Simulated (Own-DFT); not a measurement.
# One cell, two functionals

These are calculations, not measurements. The program, named Own-DFT, is a retired in-house plane-wave density functional code that no person has reviewed. Each row is one single-point run on a periodic cell that was not relaxed, without spin or spin-orbit coupling.

Known limits, some of them of some rows only: not probed for a lower state with spin; hafnium file: forces about 75 meV/angstrom off all-electron values; oxygen file: force components 24 meV/angstrom off all-electron in a glass; forces on such cells failed a check on a denser k mesh; forces on such cells moved up to 12 meV/angstrom on a denser k mesh; forces on such cells passed a denser k mesh, each cell not checked; stress not checked against mesh or cutoff.

Each cell was run twice at the same cutoff, k mesh and smearing, with PBE and with PBEsol, on PseudoDojo norm-conserving files made for PBE. Atoms were moved at random from their sites; u is the rms move along one axis. Files made for PBEsol would give a somewhat different change.

| cell | atoms | volume (Å³/atom) | u (Å) | cutoff (hartree) | P with PBE (GPa) | P with PBEsol (GPa) | change (GPa) |
|---|---|---|---|---|---|---|---|
| C40 NbSi2 with one Si vacancy (Nb12Si23) | 35 | 15.06 | 0.054 | 42 | 2.09 | -1.47 | -3.57 |
| C40 NbSi2 with one Si vacancy (Nb12Si23) | 35 | 15.06 | 0.087 | 42 | 4.15 | 0.57 | -3.58 |
| C40 NbSi2 with one Si vacancy (Nb12Si23) | 35 | 15.06 | 0.027 | 42 | 0.85 | -2.72 | -3.57 |
| diamond-structure SiGe in clusters (Ge48Si16) | 64 | 21.97 | 0.027 | 42 | 3.33 | 0.63 | -2.71 |
| diamond-structure SiGe in clusters (Ge48Si16) | 64 | 21.97 | 0.061 | 42 | 4.03 | 1.32 | -2.71 |
| diamond-structure SiGe in clusters (Ge48Si16) | 64 | 21.97 | 0.031 | 42 | 3.38 | 0.67 | -2.71 |
| diamond-structure SiGeSn with randomly placed atoms (Ge52Si8Sn4) | 64 | 22.93 | 0.077 | 49 | 5.25 | 2.40 | -2.85 |
| diamond-structure SiGeSn with randomly placed atoms (Ge52Si8Sn4) | 64 | 22.02 | 0.052 | 49 | 8.00 | 4.93 | -3.07 |
| diamond-structure SiGeSn with randomly placed atoms (Ge52Si8Sn4) | 64 | 22.93 | 0.028 | 49 | 4.32 | ? | ? |
| monoclinic HfO2 (Hf32O64) | 96 | 11.52 | 0.020 | 72 | 3.96 | -2.50 | -6.46 |
| monoclinic HfO2 (Hf32O64) | 96 | 11.52 | 0.050 | 72 | 6.00 | -0.46 | -6.47 |
| monoclinic HfO2 (Hf32O64) | 96 | 11.52 | 0.020 | 72 | 3.79 | -2.67 | -6.45 |

## Worked reading

Mean change of pressure by composition, in GPa: HfO2, -6.46; Nb12Si23, -3.57; Ge13Si2Sn, -2.96; Ge3Si, -2.71. At a fixed cell PBEsol gives the lower pressure, because it favours a smaller volume than PBE. Here the change varies more between materials than between cells of one material.

## Withheld value

Question: what PBEsol pressure should the Ge52Si8Sn4 cell with the blank give?

Adding the mean change of the cells with its composition, -2.96 GPa, to 4.32 gives 1.4 GPa. The calculation gave 1.48 GPa.
